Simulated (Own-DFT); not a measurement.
Hf₃₆O₇₁ (tetragonal hafnia with one neutral oxygen vacancy, atoms displaced) (calculated)

Computed with Own-DFT development build. A calculation, not a measurement: plane-wave PBE and HSE06 DFT by an unreviewed code, no spin, of a simulated cell at Gamma alone, so results move with cell size and shape, stress positive in tension, energies less offsets, not probed for a lower state with spin; hafnium file: forces about 75 meV/angstrom off all-electron values; oxygen file: force components 24 meV/angstrom off all-electron in a glass; k mesh not checked against a denser one; forces and stress are PBE's, HSE06 gives the energy alone, and its difference from PBE has offsets of its own; offsets are fitted by least squares, one for each functional and potential file, so energies compare only between cells with the same atoms and settings and are not formation energies; the far tail of each file's local potential was reset to the Coulomb form; each entry is a single point on an unrelaxed cell, so the pressure reflects the starting lattice, taken from the Materials Project, from which strain is counted, and rises with the displacements; printed positions are rounded, which can move forces by about a meV/angstrom; the program is a retired in-house code; no spin-orbit coupling.

Settings shared by all entries: first functional PBE; second functional HSE06; exact exchange share 0.25; screening 0.11 1/bohr; exchange divergence Gygi-Baldereschi; potential files PseudoDojo norm-conserving, scalar-relativistic, made for PBE, standard set; wave cutoff 48 hartree; occupations fixed; k mesh 1 x 1 x 1 centred on Gamma.

(1) Hf₃₆O₇₁ (tetragonal hafnia with one neutral oxygen vacancy, atoms displaced)

```
Hf36O71
1.0
     10.7800     0.0000     0.0000
      0.0000    10.7800     0.0000
      0.0000     0.0000    10.4493
Hf O Hf O Hf O Hf O Hf O Hf O Hf O Hf O Hf O Hf O Hf O Hf O Hf O Hf O Hf O Hf O Hf O Hf O
2 4 2 4 2 4 2 4 2 4 2 4 2 4 2 4 2 3 2 4 2 4 2 4 2 4 2 4 2 4 2 4 2 4 2 4
Direct
  0.00199 0.00949 0.00085
  0.16834 0.16128 0.24925
  0.99455 0.16877 0.14372
  0.16118 0.01122 0.34799
  0.00384 0.15822 0.39847
  0.17484 0.00415 0.09309
  0.00212 0.99698 0.50035
  0.16651 0.17579 0.74204
  0.00203 0.16211 0.65435
  0.15856 0.00095 0.83650
  0.00841 0.17216 0.91333
  0.16423 0.00250 0.60144
  0.00212 0.34652 0.00045
  0.16519 0.49350 0.25346
  0.99858 0.50246 0.15333
  0.16989 0.34012 0.34477
  0.99580 0.49909 0.39847
  0.16760 0.33224 0.09734
  0.99697 0.34233 0.49822
  0.16364 0.50464 0.75880
  0.99559 0.50503 0.64917
  0.16178 0.32917 0.85245
  0.00919 0.49416 0.90181
  0.17508 0.32484 0.58913
  0.01013 0.67426 0.00328
  0.17496 0.83033 0.24779
  0.00063 0.83458 0.15960
  0.17125 0.67787 0.34238
  0.99956 0.82980 0.40465
  0.16613 0.66489 0.09340
  0.00614 0.67141 0.50800
  0.16994 0.83824 0.75020
  0.00394 0.83682 0.65740
  0.15527 0.66851 0.84960
  0.00403 0.82243 0.90384
  0.17114 0.66913 0.60712
  0.34151 0.00215 0.01079
  0.50048 0.17262 0.25206
  0.33825 0.16300 0.15604
  0.49098 0.00124 0.34601
  0.32929 0.17024 0.40385
  0.50694 0.99658 0.09856
  0.33060 0.99967 0.49882
  0.50229 0.16556 0.75468
  0.33714 0.16667 0.64944
  0.49205 0.00000 0.84102
  0.33855 0.17199 0.89360
  0.50148 0.00794 0.60458
  0.33493 0.33253 0.00116
  0.50822 0.50199 0.24941
  0.49989 0.33770 0.33821
  0.33382 0.49415 0.40052
  0.49982 0.33262 0.09960
  0.33476 0.33177 0.50136
  0.49540 0.50531 0.75254
  0.33012 0.50668 0.65149
  0.50164 0.33187 0.84269
  0.33077 0.50691 0.90513
  0.50985 0.33631 0.59574
  0.34058 0.66869 0.00605
  0.50112 0.83529 0.25017
  0.32519 0.83135 0.15750
  0.49746 0.66219 0.34732
  0.33372 0.82594 0.40495
  0.50388 0.66218 0.09578
  0.32554 0.66412 0.49285
  0.50325 0.82785 0.75251
  0.32849 0.83473 0.65661
  0.50469 0.66434 0.85231
  0.33505 0.83948 0.90401
  0.49974 0.65868 0.60273
  0.66758 0.00417 0.00262
  0.83564 0.16288 0.24956
  0.66312 0.16225 0.15197
  0.82882 0.99931 0.34606
  0.66911 0.17514 0.40981
  0.84209 0.00060 0.09476
  0.65993 0.00514 0.50181
  0.83311 0.17289 0.75440
  0.67030 0.17160 0.64948
  0.83463 0.00478 0.85064
  0.67369 0.16931 0.90397
  0.84046 0.00160 0.58881
  0.66535 0.33149 0.99726
  0.84070 0.49589 0.25294
  0.66728 0.50025 0.15992
  0.83506 0.33761 0.35749
  0.66400 0.49801 0.39347
  0.83461 0.33753 0.09325
  0.66558 0.32997 0.50111
  0.83920 0.49856 0.75382
  0.66404 0.49428 0.65416
  0.83271 0.33532 0.84678
  0.66007 0.50233 0.90752
  0.82888 0.33611 0.59870
  0.66662 0.66682 0.99982
  0.84006 0.83067 0.25156
  0.66595 0.83187 0.15586
  0.82342 0.66487 0.34370
  0.66853 0.83100 0.39969
  0.83357 0.66872 0.10349
  0.67051 0.66129 0.49930
  0.83626 0.82474 0.74394
  0.66944 0.82658 0.65201
  0.83785 0.67177 0.84337
  0.67047 0.83847 0.90344
  0.83859 0.66303 0.59785
```

```
PBE energy of cell above offsets : -96.538 eV
HSE06 less PBE above offsets     : 0.068 eV
PBE pressure                     : 3.07 GPa
PBE stress xx                    : -2.63 GPa
PBE stress yy                    : -2.95 GPa
PBE stress zz                    : -3.63 GPa
PBE stress yz                    : 1.24 GPa
PBE stress xz                    : 1.61 GPa
PBE stress xy                    : -0.09 GPa
```

Force:
| element | x (eV/Å) | y (eV/Å) | z (eV/Å) |
| --- | --- | --- | --- |
| Hf | 0.468 | -0.691 | -1.436 |
| Hf | -1.038 | 1.899 | -0.511 |
| O | 1.05 | -0.363 | 1.713 |
| O | 1.202 | -3.38 | 0.231 |
| O | -0.58 | 2.251 | 0.08 |
| O | -0.953 | 0.212 | 0.733 |
| Hf | -0.133 | 0.743 | 0.115 |
| Hf | 0.411 | -1.71 | 0.826 |
| O | -0.925 | 1.002 | 0.059 |
| O | 0.058 | 0.919 | 1.019 |
| O | -0.668 | 0.475 | -1.235 |
| O | 1.105 | -0.356 | -1.38 |
| Hf | 0.038 | -3.259 | 1.212 |
| Hf | 1.171 | 1.406 | -1.465 |
| O | 1.159 | -0.512 | -0.275 |
| O | -0.656 | -2.049 | 0.417 |
| O | 0.84 | 1.636 | 0.531 |
| O | 0.658 | 0.676 | 0.425 |
| Hf | -0.472 | -2.215 | 0.221 |
| Hf | 0.773 | 0.077 | -0.362 |
| O | 1.736 | -0.875 | 0.055 |
| O | 0.745 | 1.636 | -0.846 |
| O | -0.758 | 2.752 | -1.203 |
| O | -2.361 | 0.521 | 0.973 |
| Hf | -2.27 | -0.869 | -0.103 |
| Hf | -3.267 | 1.791 | 0.858 |
| O | 1.638 | -0.147 | -0.743 |
| O | -0.297 | -3.238 | 1.466 |
| O | -0.176 | 0.098 | 0.214 |
| O | 1.811 | 0.106 | 1.16 |
| Hf | -0.48 | -0.213 | -0.405 |
| Hf | -0.586 | 0.153 | 1.182 |
| O | -0.393 | -0.734 | -1.106 |
| O | 0.885 | -0.498 | -0.262 |
| O | -0.409 | 3.084 | 0.062 |
| O | -1.11 | -0.39 | -1.212 |
| Hf | -0.405 | 0.601 | -2.7 |
| Hf | 0.16 | 0.217 | 0.173 |
| O | -0.195 | 0.02 | -0.677 |
| O | 0.372 | 0.075 | 0.519 |
| O | 0.22 | -0.646 | -0.446 |
| O | -1.134 | -0.382 | 0.401 |
| Hf | 0.13 | 0.476 | 1.15 |
| Hf | -0.737 | 0.041 | -1.437 |
| O | 0.147 | 0.092 | 0.002 |
| O | 0.916 | -0.291 | 1.284 |
| O | -0.137 | -0.898 | 1.647 |
| O | -0.309 | -0.773 | -1.263 |
| Hf | -0.274 | 0.289 | -0.445 |
| Hf | -1.039 | 0.14 | 0.02 |
| O | -0.092 | -1.151 | 1.066 |
| O | -0.651 | 1.162 | -0.091 |
| O | -0.084 | 0.054 | -0.748 |
| Hf | 1.611 | 0.267 | 0.01 |
| Hf | 0.805 | -0.849 | -1.426 |
| O | -0.355 | -0.83 | 0.677 |
| O | 0.033 | 0.927 | 0.896 |
| O | -0.005 | -0.934 | 0.349 |
| O | -2.73 | -0.231 | 0.041 |
| Hf | -1.017 | -0.094 | -0.642 |
| Hf | 1.298 | -0.945 | 0.873 |
| O | 3.605 | 0.2 | -1.676 |
| O | -0.087 | 1.351 | -0.011 |
| O | -0.055 | 2.297 | -0.327 |
| O | -0.612 | 0.333 | 0.676 |
| Hf | 1.872 | -1.386 | 1.279 |
| Hf | -0.473 | 0.541 | -0.502 |
| O | 2.127 | 0.185 | -0.794 |
| O | -0.373 | 1.161 | 0.254 |
| O | 0.05 | -0.877 | 0.818 |
| O | -0.244 | 0.782 | -0.629 |
| Hf | 2.059 | -0.923 | -0.46 |
| Hf | 0.444 | 0.111 | 0.297 |
| O | 0.805 | 0.221 | 0.261 |
| O | -0.046 | 0.369 | -0.524 |
| O | -0.59 | -2.63 | -1.814 |
| O | -1.964 | 0.009 | 0.68 |
| Hf | 1.844 | -0.782 | -0.089 |
| Hf | 0.574 | -1.663 | -0.993 |
| O | 0.036 | -0.754 | 0.879 |
| O | 0.349 | -0.479 | -0.796 |
| O | -0.641 | -0.486 | -0.376 |
| O | -2.071 | -0.284 | 0.589 |
| Hf | 0.221 | 1.297 | 0.812 |
| Hf | -1.96 | 0.957 | -0.402 |
| O | 0.998 | -0.145 | -1.351 |
| O | 0.672 | -1.463 | -0.996 |
| O | 0.004 | 0.083 | 1.56 |
| O | -0.825 | -0.045 | 0.513 |
| Hf | 0.682 | 2.548 | 0.5 |
| Hf | -2.08 | 0.559 | -0.937 |
| O | 1.155 | 1.048 | 0.673 |
| O | 0.129 | 0.494 | 0.588 |
| O | 0.616 | -0.56 | -0.143 |
| O | 1.859 | 0.08 | 0.4 |
| Hf | 1.572 | 0.605 | 0.706 |
| Hf | -1.644 | -0.369 | 0.051 |
| O | 0.004 | 0.307 | -0.272 |
| O | 0.646 | -0.132 | 0.834 |
| O | -0.982 | 0.687 | 0.941 |
| O | 0.213 | 0.049 | -1.219 |
| Hf | -0.693 | -0.032 | -0.452 |
| Hf | -0.086 | 2.32 | 0.87 |
| O | -0.483 | 0.301 | -0.091 |
| O | -0.498 | -2.166 | 0.647 |
| O | -0.618 | -0.516 | -0.033 |
| O | -0.253 | 0.515 | -0.182 |

(2) Hf₃₆O₇₁ (tetragonal hafnia with one neutral oxygen vacancy, atoms displaced)

```
Hf36O71
1.0
     10.7800     0.0000     0.0000
      0.0000    10.7800     0.0000
      0.0000     0.0000    10.4493
Hf O Hf O Hf O Hf O Hf O Hf O Hf O Hf O Hf O Hf O Hf O Hf O Hf O Hf O Hf O Hf O Hf O Hf O
2 4 2 4 2 4 2 4 2 4 2 4 2 4 2 4 2 4 2 4 2 4 2 4 2 4 2 3 2 4 2 4 2 4 2 4
Direct
  0.99631 0.98397 0.99977
  0.16470 0.16188 0.25010
  0.00524 0.16707 0.15151
  0.16571 0.00008 0.34707
  0.00043 0.16759 0.40766
  0.16993 0.00389 0.09381
  0.00191 0.98799 0.50691
  0.17179 0.17080 0.74812
  0.99865 0.16791 0.64987
  0.17256 0.99247 0.84900
  0.00151 0.16764 0.90316
  0.16016 0.00216 0.58393
  0.00529 0.33298 0.00157
  0.16665 0.49339 0.24561
  0.99622 0.50574 0.15382
  0.16196 0.33578 0.35046
  0.00572 0.50035 0.39294
  0.16298 0.32654 0.09686
  0.00158 0.32312 0.49710
  0.16342 0.49557 0.74726
  0.99734 0.50113 0.65095
  0.16656 0.33724 0.84604
  0.00036 0.50448 0.89961
  0.16570 0.33299 0.60331
  0.99960 0.66677 0.00072
  0.16597 0.83568 0.24722
  0.00029 0.82194 0.15450
  0.16224 0.66864 0.35527
  0.00647 0.82989 0.40394
  0.16168 0.65487 0.09466
  0.99963 0.66216 0.51099
  0.16968 0.83211 0.75120
  0.99481 0.83635 0.65287
  0.16114 0.67265 0.84706
  0.99632 0.83270 0.90416
  0.16180 0.66890 0.60016
  0.33332 0.00507 0.99403
  0.50928 0.16774 0.25970
  0.33044 0.16390 0.14396
  0.50007 0.99443 0.35096
  0.32864 0.16850 0.39970
  0.49654 0.99664 0.10574
  0.33460 0.00102 0.50618
  0.49677 0.16919 0.75398
  0.32346 0.17135 0.65173
  0.49990 0.99960 0.84572
  0.32925 0.16063 0.90596
  0.50372 0.99795 0.59705
  0.33982 0.32842 0.99298
  0.49491 0.49951 0.24155
  0.33292 0.50006 0.15742
  0.49766 0.32890 0.35129
  0.33518 0.49087 0.39304
  0.49892 0.32565 0.09953
  0.32976 0.33149 0.49250
  0.49464 0.49447 0.75529
  0.32965 0.50100 0.64309
  0.49414 0.33161 0.84734
  0.33459 0.49675 0.90253
  0.49112 0.33735 0.60006
  0.34304 0.66111 0.00264
  0.50345 0.82919 0.25315
  0.33794 0.83685 0.15179
  0.50269 0.66985 0.34641
  0.33598 0.83622 0.40731
  0.50429 0.67170 0.09059
  0.33203 0.66054 0.49641
  0.50678 0.83216 0.74314
  0.32913 0.83167 0.65106
  0.50399 0.66575 0.84618
  0.33708 0.83631 0.90328
  0.50141 0.66885 0.59381
  0.66295 0.99997 0.00277
  0.83745 0.16827 0.25373
  0.68147 0.16531 0.14470
  0.83724 0.00580 0.34747
  0.67158 0.16212 0.40752
  0.82951 0.99702 0.10323
  0.66290 0.99718 0.50389
  0.82273 0.16924 0.75097
  0.66669 0.17372 0.64824
  0.67295 0.17053 0.89787
  0.83388 0.99382 0.59745
  0.67085 0.33020 0.00079
  0.82501 0.49408 0.25277
  0.66412 0.50171 0.14598
  0.83825 0.33767 0.34938
  0.66853 0.49507 0.40115
  0.83919 0.32808 0.09317
  0.66562 0.33128 0.49669
  0.82410 0.50685 0.75716
  0.66022 0.50647 0.65709
  0.83631 0.33041 0.84298
  0.66237 0.50412 0.89706
  0.83889 0.32896 0.59833
  0.67044 0.66785 0.00106
  0.83542 0.82898 0.24450
  0.66237 0.83336 0.14778
  0.83375 0.66583 0.34476
  0.66879 0.82798 0.40031
  0.83905 0.66302 0.09522
  0.66357 0.66667 0.49992
  0.83722 0.83997 0.74261
  0.66448 0.83789 0.64694
  0.83279 0.66164 0.84346
  0.67084 0.83522 0.89985
  0.82704 0.67033 0.60416
```

```
PBE energy of cell above offsets : -96.677 eV
HSE06 less PBE above offsets     : 0.090 eV
PBE pressure                     : 1.96 GPa
PBE stress xx                    : -1.89 GPa
PBE stress yy                    : -1.87 GPa
PBE stress zz                    : -2.13 GPa
PBE stress yz                    : -0.53 GPa
PBE stress xz                    : -0.14 GPa
PBE stress xy                    : -0.01 GPa
```

Force:
| element | x (eV/Å) | y (eV/Å) | z (eV/Å) |
| --- | --- | --- | --- |
| Hf | 0.435 | 3.961 | 0.554 |
| Hf | 0.647 | 0.413 | -0.567 |
| O | -1.376 | -0.187 | 0.802 |
| O | 0.023 | -0.487 | -0.491 |
| O | 0.051 | -1.667 | -1.21 |
| O | -1.201 | -0.952 | 0.325 |
| Hf | -1.878 | 1.418 | -2.162 |
| Hf | -4.218 | -0.494 | 0.901 |
| O | 0.349 | -0.333 | 1 |
| O | -0.369 | 1.221 | -0.806 |
| O | -0.074 | -1.172 | 0.35 |
| O | 2.744 | -0.053 | 2.222 |
| Hf | -0.698 | -0.18 | -1.154 |
| Hf | -2.715 | 1.577 | 1.083 |
| O | -0.082 | -0.97 | -0.205 |
| O | 0.567 | -1.231 | -0.272 |
| O | -0.474 | 0.003 | 1.559 |
| O | 1.954 | 1.107 | 0.162 |
| Hf | -0.106 | 2.125 | 1.095 |
| Hf | -1.082 | 1.509 | -0.459 |
| O | -0.101 | 0.476 | 0.305 |
| O | 0.614 | -0.948 | 0.571 |
| O | 0.148 | -0.981 | 0.309 |
| O | 0.312 | 0.082 | -0.487 |
| Hf | 0.971 | -1.646 | -0.403 |
| Hf | 1.106 | -0.707 | 1.121 |
| O | 0.332 | 1.047 | -0.765 |
| O | 1.458 | -0.383 | -1.142 |
| O | -0.687 | -0.022 | -0.012 |
| O | 2.062 | 0.536 | 0.157 |
| Hf | -0.219 | -1.215 | -2.196 |
| Hf | 0.26 | -0.581 | 0.137 |
| O | 1.694 | -0.119 | -0.105 |
| O | 0.534 | -0.921 | -0.124 |
| O | -0.809 | -0.611 | -1.142 |
| O | 1.151 | 0.02 | 0.081 |
| Hf | -0.074 | -2.908 | 2.376 |
| Hf | -1.235 | -1.771 | -1.947 |
| O | 0.993 | 0.617 | 1.294 |
| O | 0.458 | 1.446 | 0.347 |
| O | 0.681 | -0.946 | 0.15 |
| O | 1.114 | 0.941 | -1.035 |
| Hf | -0.675 | -0.893 | -1.567 |
| Hf | 0.542 | -0.91 | -1.461 |
| O | 3.043 | -0.927 | -0.339 |
| O | 0.303 | 0.864 | -0.064 |
| O | 0.471 | 2.672 | -2.472 |
| O | -1.39 | 0.63 | 0.932 |
| Hf | -1.753 | -0.532 | 1.793 |
| Hf | 0.952 | -0.08 | 1.699 |
| O | 0.805 | 0.154 | -1.868 |
| O | 0.762 | 0.669 | -0.39 |
| O | 0.364 | 1.473 | 0.231 |
| O | 0.806 | 0.44 | -0.128 |
| Hf | -0.62 | 0.464 | 1.058 |
| Hf | 0.244 | 1.584 | -1.753 |
| O | 0.23 | 0.53 | 0.775 |
| O | 0.018 | -0.712 | 1.006 |
| O | 0.334 | 0.392 | -0.073 |
| O | 1.107 | -0.567 | -0.177 |
| Hf | -2.294 | 2.172 | -1.033 |
| Hf | -1.001 | 1.685 | -0.737 |
| O | -0.907 | -1.199 | 0.632 |
| O | -0.425 | -2.227 | -0.138 |
| O | -0.045 | -0.47 | 0.067 |
| O | -0.255 | -0.923 | 1.274 |
| Hf | -1.056 | 0.635 | 0.034 |
| Hf | -1.619 | -0.519 | 1.215 |
| O | 1.049 | 0.517 | 0.085 |
| O | -0.542 | 0.168 | -0.231 |
| O | 0.143 | -1.514 | 0.019 |
| O | -0.88 | 0.341 | 0.166 |
| Hf | 0.065 | -0.446 | 0.231 |
| Hf | 1.574 | -0.604 | -0.457 |
| O | -2.344 | 0.526 | 0.895 |
| O | -0.142 | -1.536 | -0.189 |
| O | -0.733 | 0.925 | -1.178 |
| O | 0.877 | -0.703 | -1.254 |
| Hf | 1.599 | -0.992 | -1.118 |
| Hf | 2.878 | -0.199 | -0.287 |
| O | -1.709 | -0.398 | 0.342 |
| O | -0.823 | -0.772 | 0.059 |
| O | -1.058 | 0.13 | 0.725 |
| Hf | 1.154 | 0.643 | 0.083 |
| Hf | 2.26 | 1.842 | -0.299 |
| O | -0.291 | -0.414 | 0.17 |
| O | -0.75 | -1.464 | 0.086 |
| O | -0.33 | 0.49 | -0.129 |
| O | -1.276 | 0.715 | 0.485 |
| Hf | 0.693 | 0.332 | 1.819 |
| Hf | 1.207 | -2.026 | -1.73 |
| O | -0.063 | -0.723 | -0.558 |
| O | -0.8 | 1.248 | 0.774 |
| O | 0.092 | -1.547 | 0.961 |
| O | -1.923 | 0.224 | -0.805 |
| Hf | 0.735 | 0.413 | -1.007 |
| Hf | -0.8 | 0.549 | 1.38 |
| O | 1.198 | -0.391 | 0.145 |
| O | -0.458 | -0.305 | 0.009 |
| O | 0.027 | 1.153 | 0.063 |
| O | -2.058 | 0.698 | 0.229 |
| Hf | 0.941 | -0.609 | -0.136 |
| Hf | -1.676 | -0.191 | 1.394 |
| O | 0.733 | -0.089 | 0.049 |
| O | -0.131 | 2.619 | 1.258 |
| O | 0.13 | 0.073 | -0.031 |
| O | 0.227 | -0.101 | -0.758 |

(3) Hf₃₆O₇₁ (tetragonal hafnia with one neutral oxygen vacancy, atoms displaced)

```
Hf36O71
1.0
     10.7800     0.0000     0.0000
      0.0000    10.7800     0.0000
      0.0000     0.0000    10.4493
Hf O Hf O Hf O Hf O Hf O Hf O Hf O Hf O Hf O Hf O Hf O Hf O Hf O Hf O Hf O Hf O Hf O Hf O
2 4 2 4 2 4 2 4 2 4 2 4 2 4 2 4 2 4 2 4 2 4 2 4 2 4 2 4 2 4 2 3 2 4 2 4
Direct
  0.00148 0.00130 0.99588
  0.16033 0.17230 0.24231
  0.00377 0.15964 0.15079
  0.17290 0.00327 0.36132
  0.99492 0.16787 0.40492
  0.16949 0.99949 0.09841
  0.99059 0.00364 0.50282
  0.16916 0.16583 0.74729
  0.00011 0.16638 0.65351
  0.16907 0.99909 0.85071
  0.99302 0.17341 0.89144
  0.16092 0.99956 0.60023
  0.99790 0.33827 0.99797
  0.16732 0.48906 0.24180
  0.99461 0.49754 0.15632
  0.16332 0.32858 0.35010
  0.99255 0.50353 0.40891
  0.16252 0.32784 0.10903
  0.00902 0.33576 0.49929
  0.16272 0.50673 0.75193
  0.99898 0.50323 0.65335
  0.16765 0.32705 0.84561
  0.99784 0.50178 0.90619
  0.15949 0.33432 0.60697
  0.99873 0.67115 0.00951
  0.17188 0.83325 0.25906
  0.99546 0.83795 0.15826
  0.16418 0.66068 0.34431
  0.00275 0.83245 0.40238
  0.16616 0.66832 0.09674
  0.00645 0.66089 0.50184
  0.16799 0.83656 0.75729
  0.99669 0.82923 0.65791
  0.17070 0.66143 0.85453
  0.00186 0.84196 0.90976
  0.16182 0.67106 0.59092
  0.33809 0.99904 0.00373
  0.50338 0.16681 0.24885
  0.33455 0.16802 0.15876
  0.49719 0.99839 0.35066
  0.33743 0.17637 0.39936
  0.50455 0.00583 0.09455
  0.33191 0.00383 0.50262
  0.50100 0.16484 0.74585
  0.32728 0.16311 0.65442
  0.49818 0.99514 0.84350
  0.33029 0.16446 0.90066
  0.49452 0.01104 0.60017
  0.32341 0.33294 0.99564
  0.49736 0.49329 0.25167
  0.33902 0.49771 0.15650
  0.50207 0.34098 0.34509
  0.33145 0.49868 0.39953
  0.50199 0.32629 0.09649
  0.34074 0.32563 0.49817
  0.49870 0.50167 0.75092
  0.33887 0.50152 0.65058
  0.49878 0.33516 0.84346
  0.32763 0.49626 0.90109
  0.49748 0.34157 0.59992
  0.33704 0.67062 0.00252
  0.50186 0.83470 0.24990
  0.33662 0.83532 0.14999
  0.50006 0.66277 0.34071
  0.33751 0.83840 0.39239
  0.50528 0.66286 0.09990
  0.32918 0.66750 0.50462
  0.49854 0.83313 0.75288
  0.33417 0.83627 0.64517
  0.49742 0.67228 0.84912
  0.33203 0.82840 0.90447
  0.49962 0.66095 0.61376
  0.66703 0.99291 0.99615
  0.83243 0.16868 0.24561
  0.67427 0.16781 0.15086
  0.82481 0.99955 0.34950
  0.66554 0.15615 0.40863
  0.83411 0.00071 0.09509
  0.67687 0.99986 0.49271
  0.84031 0.15978 0.75427
  0.67091 0.16358 0.65700
  0.82678 0.00451 0.84970
  0.66418 0.16540 0.90720
  0.82927 0.99771 0.59598
  0.67091 0.33343 0.00033
  0.83278 0.49609 0.25500
  0.66936 0.50226 0.14858
  0.83267 0.33615 0.34482
  0.65829 0.50489 0.39612
  0.83734 0.33300 0.10181
  0.67071 0.33210 0.49751
  0.82934 0.50391 0.75271
  0.66928 0.50135 0.64636
  0.83296 0.32664 0.85420
  0.66431 0.49440 0.89747
  0.67403 0.67083 0.99322
  0.83415 0.83084 0.25338
  0.66755 0.83253 0.14939
  0.84165 0.66618 0.35194
  0.67325 0.83258 0.39983
  0.83051 0.66394 0.10038
  0.65698 0.65966 0.49537
  0.82895 0.83823 0.74269
  0.66779 0.83333 0.65464
  0.82903 0.66642 0.84743
  0.66103 0.83739 0.90577
  0.82648 0.66761 0.59881
```

```
PBE stress yy : ?
```

**Q.** Hf₃₆O₇₁ (tetragonal hafnia with one neutral oxygen vacancy, atoms displaced) (entry 3): PBE stress yy?
**A.** -2.16 GPa

Further results for Hf₃₆O₇₁ (tetragonal hafnia with one neutral oxygen vacancy, atoms displaced) (entry 3):

```
PBE energy of cell above offsets : -97.316 eV
HSE06 less PBE above offsets     : -0.010 eV
PBE pressure                     : 1.96 GPa
PBE stress xx                    : -1.5 GPa
PBE stress zz                    : -2.22 GPa
PBE stress yz                    : -0.26 GPa
PBE stress xz                    : -1 GPa
PBE stress xy                    : -0.08 GPa
```

Force:
| element | x (eV/Å) | y (eV/Å) | z (eV/Å) |
| --- | --- | --- | --- |
| Hf | -0.05 | 1.402 | 1.489 |
| Hf | 1.601 | -2.215 | 1.725 |
| O | -1.504 | 0.273 | -0.536 |
| O | -0.354 | 0.26 | -1.594 |
| O | -0.098 | -0.115 | -0.407 |
| O | -0.127 | -0.021 | -0.034 |
| Hf | 2.377 | -0.611 | -0.953 |
| Hf | -1.027 | -0.245 | 0.421 |
| O | -0.366 | -0.232 | -0.793 |
| O | -0.147 | 0.17 | -0.101 |
| O | 0.85 | -1.189 | 1.596 |
| O | 0.086 | -0.239 | 0.421 |
| Hf | -0.857 | -0.836 | -0.509 |
| Hf | 0.61 | 1.472 | 1.513 |
| O | 1.269 | 0.141 | -0.49 |
| O | -0.426 | 0.958 | 0.189 |
| O | 0.653 | -1.86 | -0.746 |
| O | 0.183 | 0.804 | -1.297 |
| Hf | -1.532 | -0.266 | 0.521 |
| Hf | 1.175 | -1.818 | -0.286 |
| O | -0.214 | -0.026 | 0.436 |
| O | -0.068 | 1.676 | 1.192 |
| O | 0.27 | 0.326 | -0.107 |
| O | 1.709 | -0.011 | -0.824 |
| Hf | -0.028 | 0.299 | -0.248 |
| Hf | -0.676 | 0.706 | -0.005 |
| O | 1.277 | -0.511 | -0.49 |
| O | 0.271 | 0.202 | 0.098 |
| O | 0.049 | 0.728 | 0.66 |
| O | 0.119 | -0.229 | 0.344 |
| Hf | -3.655 | 1.594 | -0.908 |
| Hf | -0.353 | 0.003 | -0.853 |
| O | 0.575 | 0.35 | 0.36 |
| O | -0.578 | 1.563 | -0.865 |
| O | 0.044 | -2.215 | -0.766 |
| O | 2.273 | -0.292 | 1.912 |
| Hf | -0.641 | 0.286 | -0.172 |
| Hf | -0.311 | 0.054 | -0.365 |
| O | -0.273 | -0.25 | -0.689 |
| O | 0.249 | 0.52 | -0.702 |
| O | 0.531 | -1.777 | 0.145 |
| O | -0.447 | -0.044 | 0.641 |
| Hf | -0.42 | -0.328 | -0.681 |
| Hf | 0.604 | 0.054 | 0.77 |
| O | 1.142 | 0.584 | -1.094 |
| O | -0.29 | 0.956 | 0.736 |
| O | 0.208 | 0.077 | 0.584 |
| O | 1.107 | -0.25 | -0.534 |
| Hf | 2.115 | -0.562 | -0.02 |
| Hf | 1.519 | 2.23 | -1.613 |
| O | -2.153 | -0.311 | -1.313 |
| O | 0.267 | -3.2 | 1.289 |
| O | -0.17 | -0.181 | 0.754 |
| O | -0.525 | 0.106 | -0.266 |
| Hf | -1.118 | 2.598 | 0.923 |
| Hf | 0.469 | -0.27 | 0.096 |
| O | -2.282 | 0.6 | 0.256 |
| O | -0.323 | -0.677 | 0.123 |
| O | 0.191 | 0.621 | 0.508 |
| O | 1.119 | -1.133 | -0.721 |
| Hf | 0.679 | -1.18 | 0.524 |
| Hf | 0.097 | -0.736 | 0.087 |
| O | -0.049 | -0.168 | -0.183 |
| O | -0.146 | 1.203 | 1.403 |
| O | -0.509 | -1.328 | 1.23 |
| O | -0.554 | 0.517 | -1.111 |
| Hf | 1.15 | -0.526 | -1.02 |
| Hf | 0.251 | -0.167 | -1.251 |
| O | -0.521 | -0.334 | 0.643 |
| O | 0.059 | -1.009 | 0.721 |
| O | -0.234 | 1.289 | -0.661 |
| O | -0.165 | 0.764 | -2.195 |
| Hf | 0.768 | 2.41 | 1.169 |
| Hf | 0.755 | -0.649 | 0.115 |
| O | -1.018 | 0.19 | 0.892 |
| O | 0.827 | 0.38 | -0.242 |
| O | -0.23 | 3.6 | -1.394 |
| O | 0.087 | 0.098 | -0.045 |
| Hf | -2.641 | -1.785 | 1.208 |
| Hf | -0.953 | 2.267 | -0.335 |
| O | -0.135 | 0.899 | -0.458 |
| O | 0.422 | -1.973 | -0.101 |
| O | -0.51 | -0.155 | -0.258 |
| O | 1.048 | -0.18 | 1.339 |
| Hf | -0.8 | -0.373 | -0.02 |
| Hf | -0.975 | 1.953 | -0.657 |
| O | 0.011 | -0.803 | 0.34 |
| O | -0.838 | -1.327 | 1.059 |
| O | 0.873 | -1.681 | 0.416 |
| O | 0.167 | -0.282 | -0.182 |
| Hf | 0.233 | 0.386 | 0.95 |
| Hf | -0.231 | -0.859 | -0.866 |
| O | -0.163 | -0.913 | 0.117 |
| O | -0.045 | 1.434 | -0.932 |
| O | 0.389 | 1.284 | -0.072 |
| Hf | -1.367 | -1.506 | 1.436 |
| Hf | -0.391 | -0.408 | 0.242 |
| O | 0.139 | 0.233 | 0.085 |
| O | -0.641 | -0.221 | -0.738 |
| O | -0.765 | -0.685 | 0.212 |
| O | 0.882 | 0.501 | -0.309 |
| Hf | 1.185 | 1.151 | 1.045 |
| Hf | 0.377 | -1.246 | 0.387 |
| O | -1.391 | 0.447 | -0.167 |
| O | 0.07 | 1.271 | 0.513 |
| O | 0.338 | -1.462 | -1.468 |
| O | 0.568 | -0.015 | -0.185 |
